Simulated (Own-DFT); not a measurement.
# One host, several defects: 2H SiC

No measurement is shown. These are fixed-geometry runs of a retired plane-wave code named Own-DFT, which no person has reviewed; spin and spin-orbit coupling are neglected.

Method: PBE; PseudoDojo norm-conserving scalar-relativistic files; cutoff 42 hartree; 4 x 4 x 3 k mesh centred on Gamma; Fermi-Dirac smearing of 0.1 eV.

Known weak points (not all hold for every row): some atoms lie very close together; not probed for a lower state with spin; forces on such cells passed a denser k mesh, each cell not checked; stress not checked against mesh or cutoff.

All runs share one cell, with vectors in Å (9.248, 0.000, 0.000); (-4.624, 8.009, 0.000); (0.000, 0.000, 10.068) and a volume of 745.7 Å³. Atoms were moved at random from their sites; u is the rms move along one axis. The defect's site can differ from row to row.

```
cell,formula,u (Å),P (GPa)
no defect,C36Si36,0.0272,3.75
no defect,C36Si36,0.0274,3.76
no defect,C36Si36,0.0634,6.70
one Si on a C site,C35Si37,0.0285,?
one Si on a C site,C35Si37,0.0296,10.32
one Si on a C site,C35Si37,0.0502,12.25
one Si on a C site,C35Si37,0.0546,12.47
one Al on a Si site and one N on a C site,AlC35NSi35,0.0299,4.03
one Al on a Si site and one N on a C site,AlC35NSi35,0.0319,4.18
one Al on a Si site and one N on a C site,AlC35NSi35,0.0503,5.55
one C on a Si site,C37Si35,0.0308,1.71
one C on a Si site,C37Si35,0.0313,2.00
one C on a Si site,C37Si35,0.0540,3.67
two N on a C site each,C34N2Si36,0.0289,2.96
two N on a C site each,C34N2Si36,0.0298,2.94
two N on a C site each,C34N2Si36,0.0498,4.25
```

## Working it out

P = P0 + c u² + a shift for each defect gives P0 = 3.04 GPa, c = 922 ± 33 GPa/Å² and a scatter of 0.13 GPa. The shifts, and each times the cell's volume:

- one Si on a C site: 6.67 ± 0.11 GPa, 31.1 eV
- one Al on a Si site and one N on a C site: 0.18 ± 0.11 GPa, 0.8 eV (not resolved)
- two N on a C site each: -0.95 ± 0.11 GPa, -4.4 eV (-2.2 eV for each of its 2 sites)
- one C on a Si site: -2.07 ± 0.11 GPa, -9.7 eV

A positive shift means that the defect pushes the cell outwards. Shift times volume (160.2 GPa Å³ is 1 eV) depends little on the cell's size, so, taken for each site, it can be compared between cells at like pressure. The atoms around the defects weren't relaxed, which would change these numbers.

## Withheld run

Asked: what pressure belongs in the blank (one Si on a C site, u = 0.0285 Å)?

The fitted form gives 10.46 ± 0.16 GPa. The run itself gave 10.10 GPa.
